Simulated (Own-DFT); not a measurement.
AlN (wurtzite, atoms displaced) (calculated)

All values are calculated (Own-DFT development build). A calculation, not a measurement: plane-wave PBE density functional theory by an unreviewed code, no spin, of a simulated periodic cell, stress positive in tension, free energy of the whole cell less one offset for each atom, forces on such cells passed a denser k mesh, this cell's mesh not checked; offsets are fitted by least squares, one for each functional and potential file, so energies compare only between cells with the same atoms and settings and are not formation energies; the far tail of each file's local potential was reset to the Coulomb form; each entry is a single point on an unrelaxed cell, so the pressure reflects the starting lattice, mostly measured values (interpolated for alloys), from which strain is counted, and rises with the displacements; printed positions are rounded, which can move forces by about a meV/angstrom; the program, named Own-DFT, is a retired in-house code; no spin-orbit coupling.

Settings shared by all entries: functional PBE; potential files PseudoDojo norm-conserving, scalar-relativistic, standard set; wave cutoff 42 hartree; occupations Fermi-Dirac; smearing width 0.1 eV; hardware one NVIDIA H100; k mesh 2 x 2 x 2 centred on Gamma.

(1) AlN (wurtzite, atoms displaced)

```
cell vectors (Å)
  12.4480     0.0000     0.0000
  -6.2240    10.7803     0.0000
   0.0000     0.0000     9.9640
atoms (fractions of the cell vectors)
Al  0.08107  0.16489  0.00203
Al  0.16681  0.08197  0.24775
N   0.08172  0.16938  0.18957
N   0.16206  0.08198  0.44207
Al  0.08226  0.16653  0.49967
Al  0.16510  0.08123  0.74883
N   0.08470  0.16764  0.68997
N   0.16524  0.08324  0.94189
Al  0.08462  0.41685  0.00181
Al  0.16605  0.33151  0.25149
N   0.08273  0.41708  0.19178
N   0.16399  0.33450  0.44142
Al  0.08358  0.41829  0.50192
Al  0.16473  0.33185  0.75206
N   0.08303  0.41527  0.69115
N   0.16439  0.33391  0.93939
Al  0.08457  0.66745  0.99920
Al  0.16687  0.58450  0.25165
N   0.08319  0.66523  0.19402
N   0.16634  0.58294  0.44237
Al  0.08075  0.66536  0.49954
Al  0.16425  0.58013  0.74896
N   0.08683  0.66878  0.69235
N   0.16695  0.58338  0.94175
Al  0.08349  0.91975  0.00202
Al  0.16807  0.83112  0.25182
N   0.08286  0.91407  0.18978
N   0.16052  0.83064  0.44063
Al  0.08178  0.91564  0.49815
Al  0.16666  0.83174  0.74780
N   0.08164  0.91522  0.69040
N   0.16870  0.83664  0.94339
Al  0.33649  0.16875  0.00169
Al  0.41317  0.08080  0.24810
N   0.33351  0.16513  0.19025
N   0.42074  0.08409  0.44263
Al  0.33392  0.16947  0.49947
Al  0.41783  0.08507  0.74750
N   0.33445  0.16708  0.69063
N   0.41135  0.08254  0.93771
Al  0.33480  0.41884  0.99891
Al  0.41620  0.33075  0.25326
N   0.33362  0.41736  0.18961
N   0.41718  0.33525  0.43987
Al  0.33177  0.41342  0.50122
Al  0.41400  0.33183  0.74989
N   0.33361  0.41749  0.68820
N   0.41568  0.33505  0.94128
Al  0.33388  0.66582  0.99730
Al  0.41606  0.58357  0.24911
N   0.33146  0.66410  0.18911
N   0.42066  0.58358  0.44087
Al  0.33032  0.66695  0.49788
Al  0.42002  0.58346  0.75039
N   0.33222  0.66483  0.68887
N   0.41763  0.58481  0.94372
Al  0.33347  0.91901  0.00049
Al  0.41286  0.83021  0.25080
N   0.33460  0.91959  0.18938
N   0.41608  0.83331  0.44009
Al  0.33501  0.91753  0.50065
Al  0.41652  0.83240  0.75232
N   0.33386  0.91286  0.69175
N   0.41773  0.83577  0.93855
Al  0.58550  0.16756  0.99892
Al  0.66630  0.08409  0.25160
N   0.58119  0.16438  0.19090
N   0.66919  0.08609  0.43867
Al  0.58475  0.16755  0.49651
Al  0.66638  0.08240  0.74996
N   0.58448  0.16643  0.68873
N   0.66714  0.08119  0.94023
Al  0.58399  0.41654  0.99847
Al  0.66872  0.33636  0.24673
N   0.58536  0.41719  0.19089
N   0.66848  0.33374  0.44235
Al  0.58151  0.41380  0.50173
Al  0.66603  0.33462  0.74988
N   0.58316  0.41711  0.69049
N   0.66247  0.33264  0.94194
Al  0.58475  0.66382  0.99786
Al  0.66391  0.58242  0.24924
N   0.58442  0.66847  0.19221
N   0.66440  0.58247  0.44007
Al  0.58070  0.66798  0.50247
Al  0.66654  0.58637  0.74738
N   0.58107  0.66437  0.68878
N   0.66748  0.58279  0.93914
Al  0.58066  0.91559  0.00013
Al  0.66846  0.83336  0.24740
N   0.58400  0.91605  0.19002
N   0.66466  0.83444  0.43955
Al  0.58175  0.91718  0.50381
Al  0.66964  0.83481  0.75037
N   0.58334  0.91761  0.69254
N   0.66707  0.83044  0.94096
Al  0.83338  0.16633  0.00467
Al  0.91672  0.08297  0.25338
N   0.83107  0.16513  0.19257
N   0.91758  0.08452  0.44256
Al  0.83578  0.16852  0.49573
Al  0.91505  0.08546  0.75032
N   0.83241  0.16603  0.69125
N   0.91785  0.08209  0.93853
Al  0.83096  0.41376  0.99969
Al  0.91591  0.33238  0.25071
N   0.83179  0.41419  0.18895
N   0.91640  0.33245  0.44089
Al  0.83477  0.41893  0.50263
Al  0.91888  0.33571  0.74670
N   0.83300  0.41724  0.69091
N   0.91466  0.33323  0.94016
Al  0.83244  0.66717  0.99997
Al  0.91715  0.58472  0.25338
N   0.83142  0.66911  0.18968
N   0.91416  0.57979  0.44254
Al  0.83287  0.66660  0.50018
Al  0.91522  0.58058  0.74969
N   0.83551  0.66765  0.69243
N   0.92108  0.58435  0.93897
Al  0.83297  0.91795  0.99846
Al  0.91669  0.83077  0.24851
N   0.83327  0.91684  0.18960
N   0.91854  0.83459  0.44240
Al  0.83027  0.91648  0.49692
Al  0.91533  0.83291  0.74998
N   0.83599  0.91588  0.69002
N   0.91589  0.83306  0.94190
```

The calculation gives: free energy of cell above offsets -62.411 eV; pressure 3.74 GPa; stress xx -3.57 GPa; stress yy -3.76 GPa; stress zz -3.89 GPa; stress yz -0.06 GPa; stress xz -0.06 GPa; stress xy 0.16 GPa; wall time 369.8 s.

Force:
| element | x (eV/Å) | y (eV/Å) | z (eV/Å) |
| --- | --- | --- | --- |
| Al | 0.232 | 0.517 | -0.618 |
| Al | -0.606 | -0.034 | 0.261 |
| N | 0.635 | -0.816 | 0.466 |
| N | 1.056 | 0.459 | -0.587 |
| Al | -0.016 | 0.278 | 0.337 |
| Al | 0.037 | 0.153 | 0.245 |
| N | -0.315 | -0.226 | 0.126 |
| N | 0.327 | 0.546 | -0.005 |
| Al | -0.712 | 0.049 | -0.071 |
| Al | -0.224 | 0.869 | -0.213 |
| N | 0.15 | -0.127 | 0.156 |
| N | 0.697 | -0.285 | 0.001 |
| Al | -0.037 | -0.372 | -0.339 |
| Al | 0.437 | 0.175 | -0.408 |
| N | -0.078 | 0.176 | -0.169 |
| N | 0.668 | -0.183 | 0.446 |
| Al | 0.055 | 0.292 | 0.213 |
| Al | 0.121 | -0.709 | -0.241 |
| N | -0.205 | 0.203 | -0.333 |
| N | -0.456 | 0.124 | -0.238 |
| Al | 0.296 | 0.139 | 0.417 |
| Al | 0.452 | 0.682 | 0.348 |
| N | -0.637 | -1.055 | -0.53 |
| N | 0.125 | -0.079 | -0.279 |
| Al | 0.259 | -0.744 | -0.546 |
| Al | -0.556 | 0.349 | -0.463 |
| N | 0.102 | 0.353 | 0.516 |
| N | 1.268 | 0.434 | 0.068 |
| Al | -0.087 | 0.27 | 0.603 |
| Al | -0.171 | 0.654 | 0.736 |
| N | 0.379 | 0.064 | -0.073 |
| N | -0.265 | -0.536 | -0.391 |
| Al | -0.91 | -0.197 | -0.578 |
| Al | 0.866 | 0.647 | 0.622 |
| N | -0.36 | 0.285 | 0.368 |
| N | -1.287 | -0.15 | -0.491 |
| Al | 0.085 | -0.817 | 0.025 |
| Al | 0.158 | -0.652 | 0.052 |
| N | -0.425 | -0.117 | -0.265 |
| N | 1.299 | 0.531 | 0.278 |
| Al | -0.542 | -0.475 | 0.272 |
| Al | -0.096 | 0.734 | -0.944 |
| N | 0.178 | -0.472 | 0.311 |
| N | 0.049 | -0.68 | 0.264 |
| Al | -0.446 | 0.987 | -0.451 |
| Al | 0.254 | 0.39 | 0.088 |
| N | -0.092 | -0.352 | 0.782 |
| N | 0.393 | -0.14 | -0.135 |
| Al | -0.448 | 0.497 | 0.219 |
| Al | 0.452 | -0.027 | 0.275 |
| N | -0.155 | 0.455 | 0.174 |
| N | -1.54 | -0.399 | -0.166 |
| Al | 1.159 | -0.235 | 0.454 |
| Al | -1.184 | -0.175 | -0.106 |
| N | 0.258 | 0.062 | 0.432 |
| N | 0.365 | -0.2 | -0.752 |
| Al | 0.085 | -0.261 | -0.452 |
| Al | 0.797 | 0.639 | -0.483 |
| N | 0.021 | -1.088 | 0.391 |
| N | -0.149 | -0.024 | 0.031 |
| Al | -0.557 | -0.316 | 0.143 |
| Al | 0.056 | -0.336 | -0.539 |
| N | -0.472 | 0.867 | -0.361 |
| N | -0.262 | -0.561 | 0.711 |
| Al | -0.573 | -0.785 | 0.071 |
| Al | -0.178 | -0.615 | -0.419 |
| N | -0.089 | 0.566 | -0.176 |
| N | -0.074 | -0.606 | 0.562 |
| Al | 0.429 | 0.19 | 0.447 |
| Al | -0.01 | 0.426 | 0.025 |
| N | -0.151 | 0.246 | 0.27 |
| N | -0.228 | 0.41 | 0.17 |
| Al | -0.666 | 0.198 | 0.309 |
| Al | -0.062 | -0.924 | 0.73 |
| N | -0.682 | -0.21 | -0.245 |
| N | -0.296 | 0.214 | -0.465 |
| Al | 0.361 | 0.768 | -0.358 |
| Al | 0.108 | -0.445 | -0.138 |
| N | -0.271 | -0.006 | 0.292 |
| N | 0.88 | 0.006 | -0.447 |
| Al | -0.381 | 0.581 | 0.727 |
| Al | 0.157 | 0.274 | 0.385 |
| N | -0.132 | -0.545 | -0.674 |
| N | 0.251 | 0.11 | 0.418 |
| Al | 0.855 | -0.044 | -0.873 |
| Al | 0.671 | -0.591 | 0.077 |
| N | 0.352 | 0.997 | 0.58 |
| N | -0.005 | -0.203 | -0.142 |
| Al | 0.743 | -0.071 | 0.102 |
| Al | -0.566 | 0.132 | 0.264 |
| N | -0.528 | -0.065 | 0.189 |
| N | 0.124 | -0.045 | 0.258 |
| Al | 0.266 | 0.299 | -0.742 |
| Al | -0.268 | -0.219 | -0.073 |
| N | 0.288 | -0.452 | -0.068 |
| N | -0.496 | 0.33 | -0.179 |
| Al | 0.121 | -0.045 | -0.881 |
| Al | -0.189 | -0.122 | -0.471 |
| N | 0.469 | 0.222 | 0.158 |
| N | -0.107 | -0.317 | -0.295 |
| Al | -0.455 | -0.369 | 0.869 |
| Al | 0.796 | -0.382 | -0.352 |
| N | -0.048 | 0.427 | -0.532 |
| N | -0.715 | 0.374 | 0.483 |
| Al | 0.155 | 0.752 | -0.195 |
| Al | 0.064 | 0.194 | -0.16 |
| N | 0.226 | 0.753 | 0.295 |
| N | -0.058 | 0.756 | 0.159 |
| Al | -0.131 | -1.091 | -0.361 |
| Al | -0.462 | -0.838 | 0.692 |
| N | 0.11 | -0.204 | 0.122 |
| N | 0.514 | -0.211 | 0.001 |
| Al | 0.713 | -0.04 | -0.288 |
| Al | -0.333 | -0.465 | -0.791 |
| N | 0.655 | -1.03 | 0.253 |
| N | 0.002 | 0.844 | -0.148 |
| Al | -0.382 | 0.001 | 0.038 |
| Al | 0.313 | 0.942 | 0.223 |
| N | -0.396 | -0.402 | -0.343 |
| N | -1.044 | -0.48 | 0.474 |
| Al | 0.275 | -0.388 | 0.179 |
| Al | -0.393 | 0.8 | 0.326 |
| N | 0.442 | 0.25 | 0.278 |
| N | -0.769 | -0.511 | -0.61 |
| Al | 0.585 | -0.073 | 0.419 |
| Al | 0.634 | 0.097 | 0.282 |
| N | -0.931 | 0.406 | -0.188 |
| N | 0.029 | 0.183 | -0.122 |

(2) AlN (wurtzite, atoms displaced)

```
cell vectors (Å)
  12.4480     0.0000     0.0000
  -6.2240    10.7803     0.0000
   0.0000     0.0000     9.9640
atoms (fractions of the cell vectors)
Al  0.08341  0.16754  0.00528
Al  0.16576  0.07920  0.24845
N   0.08552  0.16855  0.19156
N   0.16503  0.08252  0.44130
Al  0.08397  0.16702  0.50005
Al  0.16635  0.08272  0.75038
N   0.08395  0.16795  0.69258
N   0.16657  0.08387  0.93781
Al  0.08348  0.41825  0.00240
Al  0.16554  0.33224  0.24947
N   0.08529  0.41472  0.18980
N   0.16614  0.33215  0.44020
Al  0.08214  0.41660  0.50069
Al  0.16686  0.33528  0.74998
N   0.08227  0.41473  0.68626
N   0.16792  0.33257  0.94077
Al  0.07977  0.66519  0.99671
Al  0.16544  0.58456  0.24853
N   0.08360  0.66701  0.19249
N   0.16668  0.58728  0.44255
Al  0.08493  0.66537  0.50002
Al  0.16896  0.58557  0.74682
N   0.08500  0.66778  0.69183
N   0.16612  0.58439  0.94104
Al  0.08210  0.91758  0.99684
Al  0.16439  0.83025  0.25420
N   0.08361  0.91442  0.19006
N   0.16608  0.83451  0.44138
Al  0.08076  0.91731  0.49672
Al  0.16581  0.83403  0.75175
N   0.08401  0.91823  0.69209
N   0.16593  0.83325  0.94161
Al  0.33298  0.16904  0.99934
Al  0.41556  0.08250  0.24796
N   0.33152  0.16790  0.19246
N   0.41991  0.08711  0.44163
Al  0.33375  0.16634  0.50081
Al  0.41560  0.08072  0.74873
N   0.33231  0.16551  0.69081
N   0.41629  0.08283  0.94237
Al  0.33038  0.41461  0.99945
Al  0.41796  0.33202  0.25004
N   0.33342  0.41547  0.18947
N   0.41421  0.33278  0.43962
Al  0.33509  0.41812  0.49655
Al  0.41671  0.33286  0.74873
N   0.33256  0.41567  0.69178
N   0.41433  0.33033  0.93828
Al  0.33367  0.66833  0.99854
Al  0.41574  0.58192  0.24471
N   0.33352  0.66837  0.19174
N   0.41484  0.58140  0.44096
Al  0.33108  0.66581  0.49975
Al  0.41750  0.58389  0.75104
N   0.33392  0.66599  0.69301
N   0.41938  0.58430  0.93777
Al  0.33253  0.91867  0.00176
Al  0.41656  0.83200  0.25011
N   0.33847  0.91977  0.19275
N   0.41663  0.83428  0.44254
Al  0.33330  0.91619  0.50044
Al  0.41850  0.83747  0.74655
N   0.33339  0.91828  0.68964
N   0.41149  0.82895  0.94055
Al  0.58028  0.16596  0.00103
Al  0.66855  0.08493  0.25236
N   0.58137  0.16760  0.19154
N   0.66618  0.08396  0.44364
Al  0.58425  0.16480  0.50084
Al  0.66933  0.08824  0.75090
N   0.58309  0.16776  0.69271
N   0.66963  0.08392  0.93737
Al  0.58573  0.41670  0.00400
Al  0.66473  0.33377  0.24901
N   0.58044  0.41571  0.19282
N   0.67164  0.33546  0.44233
Al  0.58268  0.41631  0.49847
Al  0.66760  0.33337  0.74770
N   0.58173  0.41599  0.68939
N   0.66635  0.33018  0.94677
Al  0.58744  0.67133  0.99981
Al  0.66727  0.58360  0.25055
N   0.58595  0.67038  0.19157
N   0.67172  0.58621  0.44229
Al  0.58443  0.66774  0.50039
Al  0.66563  0.58292  0.75072
N   0.58136  0.66538  0.68774
N   0.66621  0.58106  0.94322
Al  0.58441  0.91791  0.00027
Al  0.66530  0.83300  0.24729
N   0.58387  0.91810  0.19434
N   0.66598  0.83397  0.44194
Al  0.58531  0.91754  0.49867
Al  0.66610  0.83362  0.74966
N   0.58443  0.91759  0.68701
N   0.66369  0.83116  0.94172
Al  0.83223  0.16500  0.00210
Al  0.91391  0.08182  0.24806
N   0.83486  0.16539  0.18930
N   0.91604  0.08172  0.44331
Al  0.83213  0.16905  0.50048
Al  0.91686  0.08331  0.74959
N   0.83693  0.16776  0.69013
N   0.91561  0.08234  0.93945
Al  0.83535  0.41806  0.00280
Al  0.91938  0.33337  0.25191
N   0.83685  0.42165  0.18817
N   0.91900  0.33387  0.44374
Al  0.83230  0.41619  0.49943
Al  0.91694  0.33008  0.74676
N   0.83396  0.41852  0.69386
N   0.91822  0.33142  0.94170
Al  0.83327  0.66648  0.99813
Al  0.91892  0.58195  0.24866
N   0.83488  0.66674  0.19214
N   0.91630  0.58491  0.44399
Al  0.83152  0.66638  0.50146
Al  0.91680  0.58297  0.74452
N   0.82833  0.66143  0.69218
N   0.91879  0.58524  0.94339
Al  0.83678  0.92099  0.00171
Al  0.91565  0.83129  0.24721
N   0.83317  0.91795  0.18904
N   0.91782  0.83353  0.44238
Al  0.83350  0.91674  0.50143
Al  0.91821  0.83488  0.74808
N   0.83458  0.91688  0.69132
N   0.91709  0.83297  0.94024
```

Results for AlN (wurtzite, atoms displaced): free energy of cell above offsets -62.237 eV; pressure 3.81 GPa; stress xx -3.61 GPa; stress yy -4.61 GPa; stress zz -3.21 GPa; stress yz -0.03 GPa; stress xz -0.16 GPa; stress xy -0.25 GPa; wall time 370.7 s.

Force:
| element | x (eV/Å) | y (eV/Å) | z (eV/Å) |
| --- | --- | --- | --- |
| Al | 0.091 | -0.091 | -1.181 |
| Al | -0.363 | 0.614 | 0.443 |
| N | -0.37 | -0.945 | 0.228 |
| N | 0.371 | 0.158 | -0.307 |
| Al | -0.184 | -0.044 | 0.242 |
| Al | -0.208 | 0.53 | -0.3 |
| N | -0.011 | -0.186 | -0.286 |
| N | -0.167 | -0.031 | 0.886 |
| Al | 0.403 | -0.291 | -0.797 |
| Al | 0.741 | 0.188 | 0.389 |
| N | -0.736 | 0.662 | 0.542 |
| N | -0.19 | 0.441 | -0.076 |
| Al | 0.907 | 0.249 | -0.401 |
| Al | 0.312 | -0.417 | -0.026 |
| N | -0.067 | 0.707 | 0.827 |
| N | -0.908 | 0.148 | 0.127 |
| Al | 0.928 | 0.696 | 0.581 |
| Al | 0.611 | -0.257 | 0.224 |
| N | 0.079 | -0.099 | -0.519 |
| N | 0.543 | -1.141 | -0.636 |
| Al | -1.208 | 0.789 | 0.297 |
| Al | -0.166 | -0.663 | 0.609 |
| N | -0.215 | 0.035 | -0.235 |
| N | 0.108 | -0.292 | -0.134 |
| Al | 0.505 | -0.082 | 0.317 |
| Al | 0.523 | 0.732 | -0.669 |
| N | -0.281 | 0.027 | -0.145 |
| N | 0.192 | -0.204 | 0.302 |
| Al | 0.717 | 0.039 | 0.751 |
| Al | 0.205 | 0.053 | -0.205 |
| N | 0.011 | -0.442 | -0.462 |
| N | -0.044 | 0.131 | 0.003 |
| Al | 0.088 | -0.607 | 0.078 |
| Al | -0.156 | 0.5 | 0.651 |
| N | 0.533 | -0.504 | -0.461 |
| N | -0.151 | -0.663 | -0.182 |
| Al | -0.338 | -0.048 | -0.099 |
| Al | -0.339 | 0.792 | 0.362 |
| N | 0.274 | -0.02 | -0.006 |
| N | -0.279 | 0.083 | -0.341 |
| Al | 0.828 | 0.53 | -0.281 |
| Al | -1.07 | 0.041 | 0.12 |
| N | -0.02 | 0.041 | 0.08 |
| N | 0.793 | 0.058 | 0.093 |
| Al | -0.555 | -0.471 | 0.755 |
| Al | -0.287 | -0.136 | 0.071 |
| N | 0.091 | 0.33 | -0.429 |
| N | 0.48 | 0.919 | 0.513 |
| Al | 0.163 | -0.787 | 0.049 |
| Al | 0.073 | 0.213 | 0.688 |
| N | 0.044 | -0.514 | -0.313 |
| N | 0.177 | 0.74 | -0.581 |
| Al | 0.748 | 0.25 | 0.226 |
| Al | -0.061 | -0.406 | -0.408 |
| N | -0.106 | 0.538 | -0.571 |
| N | -0.276 | -0.088 | 1.059 |
| Al | 0.247 | -0.68 | -0.016 |
| Al | -0.069 | 0.485 | 0.328 |
| N | -0.928 | -0.939 | -0.116 |
| N | 0.205 | -0.23 | -0.169 |
| Al | -0.261 | 0.507 | -0.365 |
| Al | 0.135 | -0.79 | 0.461 |
| N | -0.063 | -0.466 | 0.115 |
| N | 0.521 | 1.706 | -0.217 |
| Al | 0.746 | -0.219 | -0.067 |
| Al | -0.51 | -0.032 | -0.205 |
| N | 0.76 | -0.077 | 0.062 |
| N | 0.451 | 0.117 | -0.51 |
| Al | -0.619 | 0.718 | 0.077 |
| Al | 0.275 | -0.778 | -0.52 |
| N | 0.246 | -0.191 | -0.276 |
| N | -0.803 | -0.159 | 0.862 |
| Al | -0.747 | -0.486 | -0.751 |
| Al | 0.739 | 0.152 | 0.199 |
| N | 0.613 | 0.476 | 0.065 |
| N | -1.019 | -0.724 | -0.464 |
| Al | 0.098 | 0.143 | 0.139 |
| Al | -0.478 | 0.294 | 0.824 |
| N | 0.389 | 0.028 | 0.092 |
| N | -0.018 | 0.777 | -0.81 |
| Al | -0.277 | -1.397 | 0.139 |
| Al | 0.047 | 0.285 | 0.076 |
| N | -0.055 | -0.882 | -0.219 |
| N | -1.243 | -0.771 | -0.49 |
| Al | -0.28 | -0.294 | -0.43 |
| Al | -0.398 | -0.384 | 0.059 |
| N | 0.449 | 0.41 | 0.666 |
| N | -0.121 | 0.409 | -0.195 |
| Al | -0.623 | -0.338 | -0.064 |
| Al | 0.278 | 0.461 | 0.764 |
| N | 0.023 | 0.134 | -0.569 |
| N | 0.466 | -0.061 | -0.485 |
| Al | -0.414 | -0.277 | 0.046 |
| Al | 0.092 | -0.138 | -0.115 |
| N | -0.035 | 0.503 | 0.716 |
| N | 0.612 | 1.221 | -0.281 |
| Al | 0.297 | 0.439 | -0.684 |
| Al | 0.98 | 0.242 | 0.882 |
| N | -0.751 | 0.466 | 0.636 |
| N | -0.443 | 0.466 | -0.579 |
| Al | 0.954 | -0.69 | 0.053 |
| Al | 0.447 | 0.063 | -0.038 |
| N | -0.807 | -0.407 | -0.125 |
| N | 0.182 | 0.479 | 0.406 |
| Al | 0.149 | -0.36 | -1.02 |
| Al | -0.408 | 0.102 | -0.378 |
| N | 0.085 | -1.456 | 0.997 |
| N | -0.771 | 0.036 | -0.68 |
| Al | 0.583 | 0.742 | 0.457 |
| Al | -0.201 | 0.977 | 0.843 |
| N | 0.423 | -0.857 | -0.591 |
| N | -0.435 | 0.222 | -0.152 |
| Al | 0.128 | 0.053 | 0.338 |
| Al | -0.707 | 0.802 | 0.748 |
| N | -0.202 | -0.387 | -0.407 |
| N | 0.518 | -0.346 | -0.393 |
| Al | 0.783 | 0.362 | 0.079 |
| Al | 0.055 | 0.312 | 0.988 |
| N | 0.496 | 1.191 | -0.044 |
| N | -0.723 | -0.656 | -0.916 |
| Al | -0.268 | -1.033 | -0.701 |
| Al | 0.001 | 0.381 | 0.514 |
| N | 0.204 | -0.409 | 0.314 |
| N | -0.715 | -0.266 | -0.459 |
| Al | -0.049 | -0.098 | -0.211 |
| Al | -0.13 | -0.635 | 0.226 |
| N | -0.381 | -0.163 | 0.098 |
| N | -0.505 | 0.115 | -0.021 |
